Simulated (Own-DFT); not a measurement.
# Computed records: SiC (2H silicon carbide, strained, atoms displaced)

All values are calculated (Own-DFT development build). A calculation, not a measurement: plane-wave PBE density functional theory by an unreviewed code, no spin, of a simulated periodic cell, stress positive in tension, free energy of the whole cell less one offset for each atom, forces on such cells passed a denser k mesh, this cell's mesh not checked; offsets are fitted by least squares, one for each functional and potential file, so energies compare only between cells with the same atoms and settings and are not formation energies; the far tail of each file's local potential was reset to the Coulomb form; each entry is a single point on an unrelaxed cell, so the pressure reflects the starting lattice, mostly measured values (interpolated for alloys), from which strain is counted, and rises with the displacements; printed positions are rounded, which can move forces by about a meV/angstrom; the program, named Own-DFT, is a retired in-house code; no spin-orbit coupling.

Common to all runs: functional PBE; potential files PseudoDojo norm-conserving, scalar-relativistic, standard set; wave cutoff 42 hartree; occupations Fermi-Dirac; smearing width 0.1 eV; hardware one NVIDIA H100; k mesh 5 x 5 x 3 centred on Gamma.

(1) 
```xyz
32
Lattice="6.2843 0.0109 0.0904 -3.1327 5.3537 0.0089 0.1477 0.1021 9.9329" Properties=species:S:1:pos:R:3:force_x:R:1:force_y:R:1:force_z:R:1 formula=SiC free_energy_of_cell_above_offsets=-3.185 pressure=2.81 stress_xx=6.02 stress_yy=0.37 stress_zz=-14.83 stress_yz=4.18 stress_xz=3.68 stress_xy=1.41 wall_time=121.4
Si     6.4069     0.1409     9.9817      0.379     -1.002      0.254
Si     0.0557     1.8725     2.4805      -0.59     -0.675      1.009
C     -3.0673     5.3543     1.8719     -1.277      1.632      -0.63
C      0.1014     1.8763     4.4282     -1.027     -1.386     -0.576
Si     3.2006     5.3407     5.0941     -0.029      1.563      -0.92
Si     0.1703     1.9011     7.4742      -0.98      -0.86       0.12
C     -3.0128     5.4185     6.8877     -0.043      0.385      -0.49
C      0.2219     1.9008     9.3645     -0.927      0.304     -0.497
Si     4.8735     2.7751    10.0098      0.202     -0.527      0.582
Si    -1.5595     4.5576     2.4617      1.232     -1.746      0.977
C     -1.5063     2.7304     1.8557     -0.755     -0.321      0.616
C     -1.5211     4.5342     4.3762      0.514     -0.597      0.333
Si     4.7911     2.7198     5.1517      0.302      0.231     -3.061
Si    -1.4714     4.5322     7.4733      0.732     -0.218     -1.435
C      4.7927     2.7155     6.9347      0.918      0.854      1.764
C     -1.4646     4.4758     9.2656      0.562      1.983      1.951
Si     3.2658     0.1444     9.9638      0.006     -1.791     -0.424
Si     3.1941     1.7195     2.5963      0.112      3.152     -1.438
C      3.2397     0.0462     1.8798     -2.102     -0.268      0.163
C      3.2372     1.7615     4.4105      0.049      1.801      0.986
Si     3.2058     0.0829     5.0387       0.19     -2.165     -1.782
Si     3.2578     1.8908     7.5438     -0.439     -0.844      0.221
C      0.1927     5.4168     6.8231     -1.948      0.695      2.412
C      3.2605     1.8826     9.4764      0.452      0.886     -1.717
Si     1.5915     2.6995     0.1334     -0.313      0.683     -0.987
Si     1.5721     4.5826     2.5467      1.933     -1.867     -0.568
C      1.5755     2.7634     1.9694      1.324     -0.546          0
C      1.6453     4.4746     4.3386     -0.176      0.548      2.766
Si     1.6580     2.6763     5.0260       0.23      0.774      -0.77
Si     1.6741     4.6045     7.4952      0.887     -1.386       0.32
C      1.6946     2.7448     6.9020      0.594      0.818     -0.194
C      1.6958     4.6035     9.3483     -0.011     -0.115      1.019
```

Units: free_energy_of_cell_above_offsets in eV; pressure, stress_xx, stress_yy, stress_zz, stress_yz, stress_xz, stress_xy in GPa; wall_time in s; force_x, force_y, force_z in eV/Å.

(2) 
```xyz
32
Lattice="6.0610 -0.0877 0.1187 -3.1064 5.4103 -0.0416 0.1938 0.0335 9.9764" Properties=species:S:1:pos:R:3:force_x:R:1:force_y:R:1:force_z:R:1 formula=SiC free_energy_of_cell_above_offsets=-1.595 pressure=10.78 stress_xx=-14.14 stress_yy=-6.25 stress_zz=-11.94 stress_yz=-0.03 stress_xz=4.87 stress_xy=-8.74 wall_time=133.2
Si     5.9321    -0.0857     0.1279      4.361      1.607      0.725
Si     0.0737     1.7539     2.5357     -1.805      0.482     -2.039
C      2.9157     5.3092     1.9936      3.009      1.471     -1.514
C      0.0689     1.7735     4.3350      0.957      0.222      1.275
Si     3.0418     5.3092     5.0213      0.317       1.43      1.975
Si     0.1025     1.8241     7.4627      0.672      0.376     -0.383
C      0.1696     0.0453     6.8647     -0.617      0.304     -0.904
C      0.1167     1.8177     9.2933      0.407     -0.007      1.796
Si     4.4637     2.6002     0.1354      1.524      0.874     -1.852
Si    -1.5110     4.5163     2.4368     -2.661     -1.969      0.891
C      4.4938     2.5761     1.9063      1.689      0.586      2.689
C     -1.5590     4.5155     4.4088      2.001     -1.402      -2.71
Si     4.6285     2.5825     4.9151     -1.115      1.103      3.014
Si    -1.5410     4.4118     7.4659      2.287       3.08       0.75
C     -1.3903     2.7646     6.8719     -0.352     -2.528     -2.176
C     -1.3899     4.5280     9.3999     -1.967     -0.737     -0.649
Si     0.0910     5.3326     9.9870      1.297      1.307     -0.449
Si     3.0364     1.6446     2.4789     -0.617      2.731      1.221
C     -0.0322     5.3380     1.9302      0.844     -0.415     -1.584
C      3.0914     1.7242     4.3917     -0.611      0.161     -0.754
Si     0.0092     5.3638     4.8864      0.337      0.203      2.993
Si     3.1180     1.7584     7.5871      1.399     -0.534     -1.003
C      3.0624     0.0268     6.9436      1.749     -1.602      -0.71
C      3.2454     1.7782     9.4275     -2.276      -1.19       0.64
Si     1.6539     2.7128     9.9887      0.167     -1.541      0.216
Si     1.5151     4.4518     2.5389     -1.444      -1.18      0.252
C      1.4820     2.7166     1.9093      0.909     -1.352     -0.532
C      1.6303     4.4615     4.3545     -2.844     -0.665      0.842
Si     1.5826     2.7222     5.0347      0.752     -1.013     -0.121
Si     1.6749     4.4521     7.5463     -2.508      1.706     -0.787
C      1.7334     2.7495     6.9181     -2.154     -0.887     -0.652
C      1.7338     4.4421     9.3987     -3.708     -0.618     -0.463
```

Units: free_energy_of_cell_above_offsets in eV; pressure, stress_xx, stress_yy, stress_zz, stress_yz, stress_xz, stress_xy in GPa; wall_time in s; force_x, force_y, force_z in eV/Å.

(3) 
```xyz
32
Lattice="6.2783 -0.0975 -0.0086 -3.2236 5.3680 -0.0060 -0.0141 -0.0194 10.1792" Properties=species:S:1:pos:R:3:force_x:R:1:force_y:R:1:force_z:R:1 formula=SiC free_energy_of_cell_above_offsets=-2.714 pressure=-0.19 stress_xx=3.94 stress_yy=-3.05 stress_zz=-0.33 stress_yz=-0.66 stress_xz=-1.54 stress_xy=-6.4 wall_time=126.5
Si     0.0658     0.0164    10.1407     -0.973      -0.79      0.912
Si    -0.1185     1.7985     2.6030      1.285     -1.569     -2.123
C      0.0830     0.0199     1.8684     -1.075     -0.645      1.033
C     -0.0647     1.7765     4.4155      0.174     -0.408      1.493
Si     6.2178    -0.0650     5.0821      1.135     -1.611     -0.479
Si    -0.0842     1.8052     7.6558      0.467     -0.768     -0.786
C     -3.1524     5.2921     7.0255     -3.728      2.412     -1.047
C      0.0389     1.8091     9.5497     -2.941     -1.051     -0.967
Si    -1.5904     2.6345    10.1647     -0.862      0.941      0.392
Si    -1.5429     4.4995     2.5873     -2.095     -0.463      -0.51
C      4.6580     2.5623     1.9357      0.316      0.968     -0.743
C     -1.5274     4.5488     4.4794     -3.081     -1.852     -0.166
Si     4.6885     2.5115     5.0642     -0.479      2.473     -0.975
Si    -1.7122     4.4942     7.5786      3.284     -1.371      1.358
C     -1.6222     2.7313     6.9046     -0.374     -1.347       2.07
C     -1.6034     4.5042     9.5465     -1.213     -1.793     -1.161
Si     3.1193    -0.0243    10.1458      0.865     -1.028      1.088
Si     3.1627     1.6827     2.5466      -1.31      0.066     -2.008
C     -0.0583     5.2787     1.9064      1.047      0.456     -1.144
C      3.1442     1.6856     4.3222     -0.531      1.196      3.411
Si     3.1524    -0.0007     5.1131       0.99     -0.699      -0.08
Si     3.0488     1.6840     7.5885      1.053      1.031      1.083
C      3.1952    -0.0481     7.0279     -0.679     -0.546     -0.879
C      3.0373     1.6848     9.5595      0.814      1.962     -0.693
Si     1.4499     2.6662     0.0374      2.819      0.418      0.552
Si     1.4718     4.2975     2.4975      1.299      2.861      0.105
C      1.4818     2.5921     1.9524      0.647      -0.96     -0.641
C      1.4220     4.4337     4.3865      1.319     -0.996      1.338
Si     1.5109     2.5569     5.0424      0.597      1.579     -0.225
Si     1.4804     4.3630     7.6403      0.611     -0.058     -0.327
C      1.5081     2.5549     6.9640     -0.173      0.684     -0.191
C      1.4564     4.3844     9.5253      0.791      0.909      0.309
```

Units: free_energy_of_cell_above_offsets in eV; pressure, stress_xx, stress_yy, stress_zz, stress_yz, stress_xz, stress_xy in GPa; wall_time in s; force_x, force_y, force_z in eV/Å.

(4) 
```xyz
32
Lattice="6.2784 0.0496 0.1117 -3.0963 5.4111 -0.0147 0.1824 0.0777 10.0860" Properties=species:S:1:pos:R:3:force_x:R:1:force_y:R:1:force_z:R:1 formula=SiC free_energy_of_cell_above_offsets=-2.027 pressure=-2.73 stress_xx=6.16 stress_yy=6.58 stress_zz=-4.57 stress_yz=2.56 stress_xz=4.23 stress_xy=1.58 wall_time=117.4
Si     6.3841     0.1580    10.0706      2.754      1.277      2.462
Si    -0.0189     1.8804     2.4810      0.943     -1.152      0.901
C      0.1177     0.0172     1.8579     -1.632      0.552     -0.139
C      0.1239     1.8928     4.5445     -1.481     -1.503     -1.969
Si     3.2326     5.4450     5.1412      1.224      0.908     -0.391
Si     0.0897     1.7679     7.4730      1.265      3.592      1.776
C     -2.9341     5.4362     6.9897     -0.831     -0.442     -1.646
C      0.1802     1.9264     9.4534     -0.444      0.242     -0.389
Si     4.6333     2.7498     0.1347      1.776      0.176     -1.754
Si    -1.4971     4.5009     2.5572      0.683      1.444     -1.309
C      4.7194     2.8295     1.9628     -0.452     -0.969      1.328
C     -1.3656     4.5364     4.3807     -1.866     -0.215      1.873
Si     4.7909     2.7823     5.2020      0.466       0.26     -2.325
Si    -1.3696     4.6674     7.5525      0.624     -2.205      1.004
C      4.7949     2.7600     6.9756      1.742      1.559       2.13
C     -1.3100     4.6506     9.4854     -1.997     -1.374     -1.096
Si     3.2688     0.1208    10.1081      0.663     -0.395      2.395
Si     3.1373     1.8617     2.6558       0.44      0.564     -0.738
C      3.2312     0.1023     2.0360     -1.658     -0.632     -1.884
C      3.2705     1.8929     4.5150     -1.304     -0.056      0.189
Si     3.1934     0.0634     5.0716      1.703      0.385     -0.218
Si     3.3710     1.8727     7.5882     -3.116      0.731      0.537
C      3.2926     0.1034     6.9892     -0.038     -0.154     -0.389
C      3.3571     1.8056     9.4993     -0.564      3.187      -0.14
Si     1.6249     2.7966     0.0597     -0.894     -1.651     -1.131
Si     1.6571     4.6515     2.5220      1.156      -1.49      0.573
C      1.5741     2.6965     1.9219      0.605       1.74      0.528
C      1.7356     4.6091     4.4149     -1.151     -0.554      1.014
Si     1.5913     2.7844     5.1359      2.392      0.965     -0.741
Si     1.7502     4.7153     7.7317       -0.5     -2.718     -2.649
C      1.6961     2.8391     6.9751       0.17     -0.418      1.435
C      1.7811     4.7173     9.5319     -0.677     -1.656      0.761
```

Units: free_energy_of_cell_above_offsets in eV; pressure, stress_xx, stress_yy, stress_zz, stress_yz, stress_xz, stress_xy in GPa; wall_time in s; force_x, force_y, force_z in eV/Å.
